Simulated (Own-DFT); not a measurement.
# Strain and stress in wurtzite AlGaN with randomly placed atoms, 72 atoms (Al9Ga27N36)

Calculated results; nothing here was measured. They come from Own-DFT, an in-house plane-wave density functional program, since retired, whose code no person has reviewed. Each row is one single-point run on a periodic cell that was not relaxed, without spin or spin-orbit coupling.

Settings of every run: PBE; PseudoDojo norm-conserving scalar-relativistic files; cutoff 42 hartree; 4 x 4 x 3 k mesh centred on Gamma; Fermi-Dirac smearing of 0.1 eV.

Known limits: forces on such cells passed a denser k mesh, each cell not checked; stress not checked against mesh or cutoff.

Unstrained cell vectors in Å: (9.509, 0.000, 0.000); (-4.755, 8.235, 0.000); (0.000, 0.000, 10.268). The unstrained cell has measured lattice constants (interpolated for alloys), not those of this functional. That, the random moves and any unrelaxed bonds set the pressure at no strain. Each run strains this cell uniformly, with the atoms carried along. Every atom was also moved at random, by a Gaussian of width 0.05 Å on each axis. The random placing of the alloy's atoms differs from row to row. Strain is the symmetric tensor, in per cent. Stress is positive in tension, and the pressure is minus a third of its trace.

| run | e_xx (%) | e_yy (%) | e_zz (%) | s_xx (GPa) | s_yy (GPa) | s_zz (GPa) | P (GPa) | E (meV/atom) |
|---|---|---|---|---|---|---|---|---|
| 1 | 0.75 | 0.75 | 0.00 | -2.40 | -4.14 | -7.01 | 4.52 | 19.5 |
| 2 | -0.25 | -0.25 | 0.00 | -7.18 | -7.24 | -10.43 | 8.28 | 20.6 |
| 3 | 1.50 | 1.50 | 0.00 | -1.18 | 0.85 | -5.79 | 2.04 | 21.8 |
| 4 | 1.25 | 1.25 | 0.00 | -1.54 | -0.28 | -5.50 | 2.44 | 7.3 |
| 5 | 2.00 | 2.00 | 0.00 | 3.82 | 2.91 | -6.36 | -0.12 | 5.5 |
| 6 | 1.00 | 1.00 | 0.00 | -2.23 | -1.81 | -5.13 | 3.06 | 0.0 |
| 7 | -1.25 | -1.25 | 0.00 | -13.80 | -13.21 | -11.46 | 12.82 | 45.4 |
| 8 | 2.75 | 2.75 | 0.00 | 5.12 | 5.85 | -4.00 | -2.32 | 19.8 |
| 9 | 1.75 | 1.75 | 0.00 | ? | ? | ? | ? | ? |

E is the free energy for each atom above the lowest run shown.

## Worked fit

The change of volume is close to e_xx + e_yy + e_zz. A straight line through the runs shown gives P = 7.53 - 188 x (fractional change of volume) GPa, with an error of 7 on the slope and a scatter of 0.50 GPa. The strain isn't the same on all axes and the cell isn't cubic, so the slope belongs to this path and is not the bulk modulus.

## Withheld run

Question: what pressure should run 9 give? Its volume changes by 3.53 %.

The line gives 0.9 GPa. The calculation gave 0.68 GPa.
